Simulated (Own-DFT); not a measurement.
# Which defects push the lattice out? zincblende GaAs

Source: density functional calculations with Own-DFT, an unreviewed in-house program that is no longer used. Nothing was measured or relaxed, and spin and spin-orbit coupling are left out.

Settings: PBE; PseudoDojo norm-conserving scalar-relativistic files; cutoff 42 hartree; 3 x 3 x 3 k mesh centred on Gamma; Fermi-Dirac smearing of 0.1 eV.

Limits (not all hold for every row): not probed for a lower state with spin; forces not confirmed at this smearing and k mesh; stress not checked against mesh or cutoff.

All runs share one cell, with vectors in Å (10.862, 0.000, 0.000); (0.000, 10.862, 0.000); (0.000, 0.000, 11.796) and a volume of 1391.7 Å³, strained against the parent crystal. u is the rms random offset of the atoms per axis. The defect's site can differ from row to row.

| cell | formula | u (Å) | P (GPa) |
|---|---|---|---|
| no defect | As32Ga32 | 0.0294 | 6.67 |
| no defect | As32Ga32 | 0.0459 | 6.94 |
| no defect | As32Ga32 | 0.0543 | 7.16 |
| one P on an As site | As31Ga32P | 0.0292 | 6.37 |
| one P on an As site | As31Ga32P | 0.0306 | 6.39 |
| one P on an As site | As31Ga32P | 0.0471 | 6.67 |
| one P on an As site | As31Ga32P | 0.0486 | ? |
| one Al on a Ga site | AlAs32Ga31 | 0.0283 | 6.64 |
| one Al on a Ga site | AlAs32Ga31 | 0.0351 | 6.74 |
| one Al on a Ga site | AlAs32Ga31 | 0.0501 | 6.96 |
| one In on a Ga site | As32Ga31In | 0.0271 | 7.43 |
| one In on a Ga site | As32Ga31In | 0.0308 | 7.49 |
| one In on a Ga site | As32Ga31In | 0.0311 | 7.44 |
| one As vacancy and one Ga vacancy | As31Ga31 | 0.0288 | 5.95 |
| one As vacancy and one Ga vacancy | As31Ga31 | 0.0316 | 5.93 |
| one As vacancy and one Ga vacancy | As31Ga31 | 0.0484 | 6.09 |

## Worked fit

P = P0 + c u² + a shift for each defect gives P0 = 6.54 GPa, c = 191 ± 18 GPa/Å² and a scatter of 0.04 GPa. The shifts, and each times the cell's volume:

- one In on a Ga site: 0.74 ± 0.04 GPa, 6.4 eV
- one Al on a Ga site: -0.05 ± 0.04 GPa, -0.5 eV (not resolved)
- one P on an As site: -0.32 ± 0.04 GPa, -2.8 eV
- one As vacancy and one Ga vacancy: -0.82 ± 0.04 GPa, -7.1 eV

Against the defect-free cell, a freed cell would be larger where the shift is positive and smaller where it is negative (160.2 GPa Å³ is 1 eV). The atoms around the defects weren't relaxed, which would change these numbers.

## Prediction

Question: what pressure belongs in the blank (one P on an As site, u = 0.0486 Å)?

Estimate: 6.67 ± 0.05 GPa. The calculation gave 6.74 GPa.
